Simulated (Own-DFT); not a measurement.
# How strain changes the stress of 2H SiC, 32 atoms (C16Si16)

All numbers below are calculated, not measured. They come from Own-DFT, an in-house plane-wave density functional program, since retired, whose code no person has reviewed. Each row is one single-point run on a periodic cell that was not relaxed, without spin or spin-orbit coupling.

Settings of every run: PBE; PseudoDojo norm-conserving scalar-relativistic files; cutoff 42 hartree; 5 x 5 x 3 k mesh centred on Gamma; Fermi-Dirac smearing of 0.1 eV.

Known limits: forces on such cells passed a denser k mesh, each cell not checked; stress not checked against mesh or cutoff.

Unstrained cell vectors in Å: (6.165, 0.000, 0.000); (-3.083, 5.339, 0.000); (0.000, 0.000, 10.068). The unstrained cell has measured lattice constants (interpolated for alloys), not those of this functional. That, the random moves and any unrelaxed bonds set the pressure at no strain. Each run strains this cell uniformly, with the atoms carried along. Every atom was also moved at random, by a Gaussian of width 0.05 Å on each axis. Strain is the symmetric tensor, in per cent. Stress is positive in tension, and the pressure is minus a third of its trace.

| run | e_xx (%) | e_yy (%) | e_zz (%) | e_yz (%) | e_xz (%) | e_xy (%) | s_xx (GPa) | s_yy (GPa) | s_zz (GPa) | s_yz (GPa) | s_xz (GPa) | s_xy (GPa) | P (GPa) | E (meV/atom) |
|---|---|---|---|---|---|---|---|---|---|---|---|---|---|---|
| 1 | -1.85 | -0.69 | 0.18 | 0.95 | -0.86 | -1.46 | -18.65 | -8.79 | -8.20 | 1.91 | -4.43 | -8.88 | 11.88 | 38.5 |
| 2 | -1.56 | 1.29 | 1.39 | -0.14 | -1.43 | 0.51 | -11.42 | 0.76 | 2.75 | -0.59 | -5.32 | 2.54 | 2.64 | 0.0 |
| 3 | -1.77 | -0.60 | -1.57 | -1.81 | -1.55 | 1.20 | -17.33 | -8.52 | -20.44 | -8.12 | -4.16 | 7.96 | 15.43 | 51.1 |
| 4 | -0.54 | 0.64 | -0.55 | -1.21 | -1.21 | 0.19 | -5.49 | -1.53 | -13.22 | -4.26 | -3.64 | -0.84 | 6.74 | 33.5 |
| 5 | 1.95 | -1.64 | -1.84 | -0.81 | 1.39 | -0.31 | 4.22 | -12.68 | -20.32 | -3.65 | 5.54 | -2.76 | 9.59 | 39.2 |
| 6 | -0.05 | 1.52 | 0.49 | -1.73 | -1.02 | 0.65 | -4.70 | 5.96 | -5.00 | -4.15 | -3.08 | 3.07 | 1.25 | 30.5 |
| 7 | -1.08 | 1.22 | 0.29 | 1.88 | 1.55 | 0.76 | -6.62 | 0.54 | -5.77 | 5.96 | 3.59 | 3.59 | 3.95 | 17.3 |
| 8 | 0.41 | -0.56 | -1.51 | 0.03 | 0.78 | -0.08 | -2.04 | -7.66 | -17.16 | 1.30 | 2.25 | -1.60 | 8.95 | 20.7 |
| 9 | 1.59 | -1.60 | -1.22 | 1.48 | -1.70 | 1.36 | 2.02 | -12.01 | -15.39 | 3.07 | -5.78 | 5.81 | 8.46 | 57.8 |
| 10 | -1.72 | -0.81 | -0.66 | 0.96 | 1.68 | -1.65 | -16.52 | -11.05 | -11.87 | 3.25 | 5.13 | -7.93 | 13.14 | 44.8 |
| 11 | 1.09 | 0.71 | -0.87 | -1.95 | 1.46 | -0.45 | 2.35 | -0.66 | -11.53 | -6.32 | 3.86 | -4.16 | 3.28 | 33.4 |
| 12 | -1.48 | -1.35 | -1.88 | 1.11 | 1.12 | -1.60 | -12.83 | -16.71 | -21.17 | 3.40 | 2.31 | -6.95 | 16.91 | 37.9 |
| 13 | -1.00 | -0.15 | -0.80 | 0.94 | 0.39 | -1.13 | -12.67 | -10.49 | -10.30 | 5.13 | 2.47 | -9.54 | 11.15 | 46.2 |
| 14 | -1.49 | 1.34 | 0.57 | -0.76 | -0.06 | -1.10 | -13.88 | 2.30 | -5.35 | -3.09 | 0.75 | -8.12 | 5.64 | 43.3 |
| 15 | 0.04 | 0.76 | 1.22 | -1.41 | 1.35 | -1.28 | -2.69 | 0.40 | 0.04 | -4.89 | 4.47 | -5.01 | 0.75 | 2.9 |
| 16 | -0.89 | -1.00 | 0.55 | 1.12 | 1.65 | 0.26 | -9.29 | -10.61 | -5.76 | 2.96 | 6.32 | 2.67 | 8.55 | 23.4 |
| 17 | -1.02 | -0.22 | 1.28 | 1.10 | 1.51 | -1.31 | -10.03 | -6.09 | -0.30 | 3.95 | 3.61 | -6.94 | 5.47 | 17.3 |
| 18 | 1.48 | -0.01 | -0.77 | 1.63 | 1.12 | 1.99 | ? | ? | ? | ? | ? | ? | ? | ? |

E is the free energy for each atom above the lowest run shown.

## Worked fit

Each stress component was fitted by least squares to a constant and the strains of the runs shown, as fractions, with shears doubled. Shear strains stay in the fit of a normal stress only where such slopes are resolved. The slopes, in GPa:

```
stress,at no strain,per e_xx,per e_yy,per e_zz,scatter
s_xx,-4.5,595 ± 39,112 ± 53,25 ± 54,1.77
s_yy,-4.5,112 ± 34,551 ± 46,74 ± 46,1.52
s_zz,-7.8,39 ± 31,42 ± 42,641 ± 42,1.40
```

Each shear stress against twice its own strain: yz 179 ± 14, xz 166 ± 13, xy 308 ± 21 GPa. These are stiffnesses along x, y and z of the frame in which the cell vectors are given, which need not be the crystal's axes. The atoms are held to the strained lattice; where symmetry lets them move under strain, relaxing them would lower some slopes. The table should be nearly symmetric about its diagonal, and what it lacks of that shows the noise. A ninth of its sum, 243 ± 6 GPa, estimates the bulk modulus near the mean pressure of these runs, 7.9 GPa, so it lies above the value at zero pressure.

## Withheld run

Question: what normal stresses and pressure should run 18 give?

The fit gives s_xx = 4.0, s_yy = -3.5, s_zz = -12.2 and P = 3.9 GPa. The calculation gave 1.59, -4.36, -10.71 and P = 4.49 GPa.
